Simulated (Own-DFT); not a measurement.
# Stretching a layer in its plane: wurtzite AlN, 72 atoms (Al36N36)

The numbers are computed, not measured, by runs of the plane-wave DFT program Own-DFT (in-house, retired, unreviewed) at fixed positions, with no spin and no spin-orbit coupling.

Method: PBE; PseudoDojo norm-conserving scalar-relativistic files; cutoff 42 hartree; 4 x 4 x 3 k mesh centred on Gamma; Gaussian smearing of 0.01 eV.

Limits: k mesh not checked against a denser one; stress not checked against mesh or cutoff.

Unstrained cell vectors in Å: (9.336, 0.000, 0.000); (-4.668, 8.085, 0.000); (0.000, 0.000, 9.964). The unstrained cell has measured lattice constants (interpolated for alloys), not those of this functional. That, the random moves and any unrelaxed bonds set the pressure at no strain. Each run strains x and y alike by e, as a substrate would, and holds the height along z. Each coordinate of each atom was shifted by a normal deviate of width 0.05 Å. Stress is positive in tension.

| e (%) | u (Å) | (s_xx + s_yy)/2 (GPa) | s_zz (GPa) |
|---|---|---|---|
| -2.75 | 0.047 | -24.12 | -9.73 |
| -2.50 | 0.052 | -23.08 | -8.11 |
| -2.25 | 0.048 | -20.68 | -8.39 |
| -2.00 | 0.050 | -18.72 | -8.22 |
| -1.25 | 0.048 | ? | ? |
| -1.00 | 0.052 | -11.54 | -8.62 |
| -0.25 | 0.052 | -7.39 | -6.02 |
| 0.75 | 0.050 | -0.93 | -5.69 |
| 1.75 | 0.048 | 3.45 | -2.04 |
| 2.00 | 0.051 | 5.29 | -3.72 |

## Worked fit

With e as a fraction, the in-plane stress is -5.5 + 596 e - 3413 e² GPa (errors 9 and 654, scatter 0.40), and s_zz is -5.8 + 129 e GPa (slope ± 19, scatter 0.98). At e = 0 the first slope is C11 + C12 and the second 2 C13, both with the ions held to the strained lattice and at the cell's own pressure. The term in e² is negative: the layer stiffens under compression and softens under tension. A free layer would change its height as e changes, and the in-plane slope would drop by 2 C13²/C33 to the biaxial modulus. At fixed height, a misfit of 1 % moves the in-plane stress by about 6.0 GPa and s_zz by 1.3 GPa.

## Withheld run

Q: what are the two stresses at e = -1.25 %?

The fit gives -13.5 and -7.4 GPa. The calculation gave -12.35 and -7.87 GPa.
